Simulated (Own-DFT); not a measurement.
GaP (zincblende, atoms displaced) (calculated)

All values are calculated (Own-DFT development build). A calculation, not a measurement: plane-wave PBE density functional theory by an unreviewed code, no spin, of a simulated periodic cell, stress positive in tension, free energy of the whole cell less one offset for each atom, forces on such cells passed a denser k mesh, this cell's mesh not checked; offsets are fitted by least squares, one for each functional and potential file, so energies compare only between cells with the same atoms and settings and are not formation energies; the far tail of each file's local potential was reset to the Coulomb form; each entry is a single point on an unrelaxed cell, so the pressure reflects the starting lattice, mostly measured values (interpolated for alloys), from which strain is counted, and rises with the displacements; printed positions are rounded, which can move forces by about a meV/angstrom; the program, named Own-DFT, is a retired in-house code; no spin-orbit coupling.

Settings shared by all entries: functional PBE; potential files PseudoDojo norm-conserving, scalar-relativistic, standard set; wave cutoff 42 hartree; occupations Fermi-Dirac; smearing width 0.1 eV; k mesh 3 x 3 x 3 centred on Gamma.

(1) GaP (zincblende, atoms displaced)

```
GaP
1.0
     10.9010     0.0000     0.0000
      0.0000    10.9010     0.0000
      0.0000     0.0000    10.9010
Ga P Ga P Ga P Ga P Ga P Ga P Ga P Ga P
4 4 4 4 4 4 4 4 4 4 4 4 4 4 4 4
Direct
  0.99888 0.00114 0.99268
  0.00585 0.25013 0.25466
  0.24831 0.00139 0.24669
  0.24616 0.25020 0.00294
  0.12588 0.12412 0.12930
  0.12686 0.37420 0.36509
  0.36645 0.12112 0.36473
  0.37570 0.37974 0.12675
  0.00224 0.99550 0.50448
  0.99575 0.24617 0.75665
  0.24796 0.00371 0.74958
  0.24840 0.24584 0.49451
  0.12439 0.12186 0.62658
  0.12720 0.37977 0.88531
  0.37849 0.12926 0.87119
  0.37716 0.38465 0.62928
  0.99876 0.49790 0.00507
  0.00583 0.75062 0.24909
  0.24662 0.49564 0.24352
  0.25317 0.76065 0.00365
  0.12908 0.62809 0.12167
  0.13028 0.87720 0.37896
  0.38204 0.62146 0.37683
  0.37880 0.87133 0.11989
  0.00110 0.49898 0.50150
  0.99882 0.75330 0.74947
  0.25350 0.50219 0.74604
  0.25771 0.74789 0.50667
  0.12859 0.62980 0.62636
  0.13063 0.87653 0.87815
  0.37559 0.62103 0.88327
  0.37273 0.87950 0.62769
  0.50691 0.00421 0.00041
  0.50201 0.25243 0.24228
  0.74364 0.00128 0.25303
  0.74798 0.24957 0.00323
  0.61968 0.12628 0.12316
  0.62954 0.37668 0.37869
  0.86980 0.13210 0.37369
  0.87496 0.37059 0.11751
  0.50106 0.99702 0.49683
  0.49946 0.25785 0.75027
  0.74748 0.99980 0.74506
  0.75766 0.24559 0.49442
  0.62550 0.11892 0.61986
  0.63124 0.36997 0.87888
  0.87672 0.13096 0.87686
  0.87380 0.37146 0.62147
  0.50161 0.50199 0.00160
  0.49873 0.75020 0.24600
  0.75364 0.50445 0.25296
  0.74311 0.75037 0.99528
  0.62503 0.62934 0.12603
  0.63002 0.87556 0.37612
  0.87616 0.62203 0.37815
  0.87289 0.87434 0.12458
  0.50819 0.49840 0.49865
  0.48990 0.74975 0.75171
  0.74882 0.50126 0.74112
  0.75707 0.74693 0.49855
  0.62557 0.62711 0.62918
  0.62932 0.87595 0.87651
  0.88027 0.62300 0.87736
  0.87751 0.88091 0.62853
```

The calculation gives: free energy of cell above offsets -33.909 eV; pressure 3.16 GPa; stress xx -3.2 GPa; stress yy -3.19 GPa; stress zz -3.1 GPa; stress yz 0.18 GPa; stress xz 0.05 GPa; stress xy 0.39 GPa.

Force:
| element | x (eV/Å) | y (eV/Å) | z (eV/Å) |
| --- | --- | --- | --- |
| Ga | 0.07 | -0.109 | 0.938 |
| Ga | -1.056 | -0.299 | -0.896 |
| Ga | -0.026 | -1.092 | -0.372 |
| Ga | 0.737 | -0.128 | 0.026 |
| P | -0.554 | -0.084 | -0.81 |
| P | -0.023 | 0.482 | 1.59 |
| P | 1.701 | 0.647 | 0.94 |
| P | 0.133 | -0.563 | -0.643 |
| Ga | -0.205 | 0.71 | -0.778 |
| Ga | 1.036 | 1.137 | -0.608 |
| Ga | 0.407 | -0.019 | 0.452 |
| Ga | 0.221 | 0.459 | 0.502 |
| P | -0.251 | 0.857 | -0.11 |
| P | -0.136 | -0.323 | -1.438 |
| P | -0.392 | -0.237 | 0.539 |
| P | 0.029 | -1.165 | -1.29 |
| Ga | 0.217 | 0.524 | -0.211 |
| Ga | -0.305 | 0.155 | 0.279 |
| Ga | 0.583 | 1.058 | 0.466 |
| Ga | -0.246 | -1.32 | -0.607 |
| P | -0.288 | -0.072 | 0.226 |
| P | -0.1 | -0.553 | -0.203 |
| P | -0.716 | 0.138 | -0.356 |
| P | 0.277 | 1.433 | 0.834 |
| Ga | 0.444 | -0.173 | -0.032 |
| Ga | 0.343 | -0.179 | 0.528 |
| Ga | -0.659 | 0.245 | 1.166 |
| Ga | -0.042 | 0.109 | -0.819 |
| P | -0.528 | -0.474 | -0.04 |
| P | -0.548 | 0.106 | -0.642 |
| P | -0.49 | 0.707 | -0.676 |
| P | 0.354 | -0.089 | -0.118 |
| Ga | -0.873 | -0.495 | -0.758 |
| Ga | -0.423 | 0.286 | 1.095 |
| Ga | 0.712 | 0.212 | -0.588 |
| Ga | 0.175 | -0.467 | -0.148 |
| P | 0.976 | 0.014 | 0.478 |
| P | -0.015 | -0.669 | -0.76 |
| P | 1.53 | -1.67 | -0.651 |
| P | 0.097 | 0.383 | 1.648 |
| Ga | -0.51 | 0.211 | -0.241 |
| Ga | 0.493 | -0.538 | -0.224 |
| Ga | 0.241 | 0.356 | 0.776 |
| Ga | -1.343 | 0.682 | 1.055 |
| P | -0.284 | 1.223 | 0.154 |
| P | -0.539 | 1.054 | -0.621 |
| P | -1.129 | -1.088 | 0.024 |
| P | 0.465 | 0.07 | 0.445 |
| Ga | 0.543 | -0.471 | 0.115 |
| Ga | 0.232 | 0.029 | 0.745 |
| Ga | -0.233 | -0.586 | -0.67 |
| Ga | 1.141 | -0.377 | 0.471 |
| P | 0.256 | -0.573 | -0.041 |
| P | -0.63 | -0.71 | -0.014 |
| P | 0.793 | 0.423 | -0.423 |
| P | 0.039 | 0.224 | -0.043 |
| Ga | -0.296 | 0.362 | 0.438 |
| Ga | 0.677 | 0.068 | 0.387 |
| Ga | 0.55 | -0.357 | 1.128 |
| Ga | -0.429 | 0.442 | 0.62 |
| P | -0.327 | 0.55 | -0.575 |
| P | -0.873 | 0.224 | -0.806 |
| P | -0.698 | 0.171 | -0.489 |
| P | -0.3 | -0.876 | -0.363 |

(2) GaP (zincblende, atoms displaced)

```
GaP
1.0
     10.9010     0.0000     0.0000
      0.0000    10.9010     0.0000
      0.0000     0.0000    10.9010
Ga P Ga P Ga P Ga P Ga P Ga P Ga P Ga P
4 4 4 4 4 4 4 4 4 4 4 4 4 4 4 4
Direct
  0.99954 0.00061 0.99835
  0.99994 0.25313 0.24645
  0.25140 0.00031 0.25589
  0.25219 0.25306 0.00596
  0.12488 0.13187 0.12105
  0.12651 0.37263 0.37909
  0.37341 0.12237 0.37286
  0.38275 0.37619 0.12224
  0.00327 0.00472 0.49485
  0.00614 0.24370 0.74488
  0.25386 0.99890 0.74752
  0.25067 0.25439 0.50582
  0.12258 0.13201 0.62641
  0.12613 0.37400 0.87529
  0.38114 0.12939 0.87364
  0.37297 0.37283 0.62175
  0.99873 0.49774 0.00179
  0.99958 0.74588 0.24949
  0.25235 0.49236 0.24861
  0.24010 0.74890 0.99346
  0.12235 0.62565 0.12576
  0.12380 0.86509 0.37500
  0.37312 0.62719 0.37161
  0.37562 0.87245 0.12629
  0.99666 0.49982 0.49894
  0.00472 0.74874 0.75872
  0.25190 0.50008 0.74771
  0.24447 0.74823 0.49893
  0.12705 0.62313 0.62464
  0.12458 0.87011 0.86814
  0.38482 0.62765 0.87675
  0.37203 0.87349 0.62075
  0.49819 0.00516 0.00171
  0.50189 0.24566 0.25109
  0.76417 0.99764 0.24935
  0.74739 0.25258 0.01299
  0.61911 0.12350 0.12923
  0.62823 0.38212 0.37909
  0.87657 0.13000 0.37652
  0.86834 0.37866 0.12161
  0.50050 0.99997 0.50689
  0.49370 0.24396 0.74524
  0.75838 0.99400 0.74884
  0.75877 0.25774 0.50071
  0.62573 0.12582 0.62301
  0.63352 0.37675 0.87084
  0.88332 0.12404 0.87331
  0.87241 0.37022 0.63153
  0.49287 0.50030 0.99790
  0.50809 0.75560 0.24861
  0.75009 0.50461 0.25301
  0.75248 0.75081 0.00533
  0.62179 0.62249 0.12480
  0.61948 0.87412 0.37185
  0.87329 0.62360 0.36856
  0.87195 0.87690 0.12006
  0.49923 0.50627 0.50430
  0.49941 0.74470 0.74486
  0.73929 0.50647 0.75567
  0.75570 0.75781 0.50269
  0.62513 0.62538 0.62796
  0.62347 0.87829 0.87095
  0.87358 0.62341 0.87679
  0.87146 0.87208 0.62327
```

It finds free energy of cell above offsets -33.557 eV; pressure 3.22 GPa; stress xx -3.13 GPa; stress yy -3.25 GPa; stress zz -3.3 GPa; stress yz -0.41 GPa; stress xz -0.17 GPa; stress xy -0.66 GPa.

Force:
| element | x (eV/Å) | y (eV/Å) | z (eV/Å) |
| --- | --- | --- | --- |
| Ga | 0.539 | -0.108 | -0.097 |
| Ga | -0.127 | 0.257 | 0.12 |
| Ga | -0.545 | -0.45 | -0.867 |
| Ga | 0.254 | 0.099 | -0.905 |
| P | 0.047 | -1.143 | 0.654 |
| P | -0.31 | 0.249 | -0.543 |
| P | 0.207 | 0.605 | 1.082 |
| P | -0.579 | -0.531 | 0.695 |
| Ga | -0.106 | -0.593 | 0.411 |
| Ga | -0.916 | 1.256 | 1.28 |
| Ga | -0.166 | 0.419 | 0.164 |
| Ga | -0.097 | -0.835 | -0.941 |
| P | 1.254 | -1.664 | -0.881 |
| P | 0.061 | 0.1 | -0.071 |
| P | -1.334 | -0.581 | 0.586 |
| P | 0.677 | 0.68 | 0.57 |
| Ga | 0.121 | 0.101 | -0.381 |
| Ga | -0.355 | 0.455 | -0.352 |
| Ga | -0.108 | 0.539 | 0.139 |
| Ga | 1.191 | -0.201 | 0.641 |
| P | 0.389 | -0.653 | -0.189 |
| P | -0.292 | 1.334 | -0.24 |
| P | 0.304 | -0.022 | 0.088 |
| P | -0.574 | 0.326 | -0.521 |
| Ga | -0.049 | -0.227 | 0.299 |
| Ga | -1.085 | -0.828 | -1.396 |
| Ga | 0.208 | 0.002 | 0.564 |
| Ga | 0.66 | -0.353 | 0.07 |
| P | -0.602 | 0.07 | 0.186 |
| P | 0.399 | 1.565 | 0.806 |
| P | -1.732 | -0.004 | -0.475 |
| P | 0.098 | -0.305 | 0.238 |
| Ga | 0.041 | -0.808 | -0.279 |
| Ga | -0.029 | 0.836 | 0.633 |
| Ga | -1.535 | 0.477 | 0.545 |
| Ga | -0.268 | -0.76 | -1.459 |
| P | 1.274 | -0.305 | -0.021 |
| P | -0.421 | -0.626 | -0.169 |
| P | 0.177 | -0.19 | -0.475 |
| P | 0.827 | 0.161 | 1.102 |
| Ga | 0.003 | 0.073 | -0.805 |
| Ga | 1.242 | 0.983 | -0.131 |
| Ga | -0.817 | 0.883 | 0.338 |
| Ga | -1.183 | -0.515 | -0.128 |
| P | 0.694 | -0.021 | 0.125 |
| P | -1.763 | -1.064 | 0.985 |
| P | -1.07 | 0.308 | 0.236 |
| P | 0.534 | 1.279 | 0.242 |
| Ga | 1.582 | -0.271 | -0.254 |
| Ga | -1.011 | -1.005 | -0.366 |
| Ga | -0.625 | -0.443 | -0.658 |
| Ga | -1.032 | -0.318 | -0.903 |
| P | 0.308 | 0.203 | -0.095 |
| P | 1.468 | 0.896 | 0.902 |
| P | 0.275 | 0.589 | 1.194 |
| P | 1.276 | -0.326 | 0.461 |
| Ga | -0.234 | -0.261 | -0.536 |
| Ga | 0.112 | 1.116 | 0.356 |
| Ga | 1.385 | -0.17 | -0.548 |
| Ga | -1.21 | -1.135 | -1.115 |
| P | 0.334 | 0.425 | -0.888 |
| P | 0.092 | -0.387 | 0.473 |
| P | 0.168 | 0.272 | 0.096 |
| P | 1.972 | 0.547 | 0.405 |
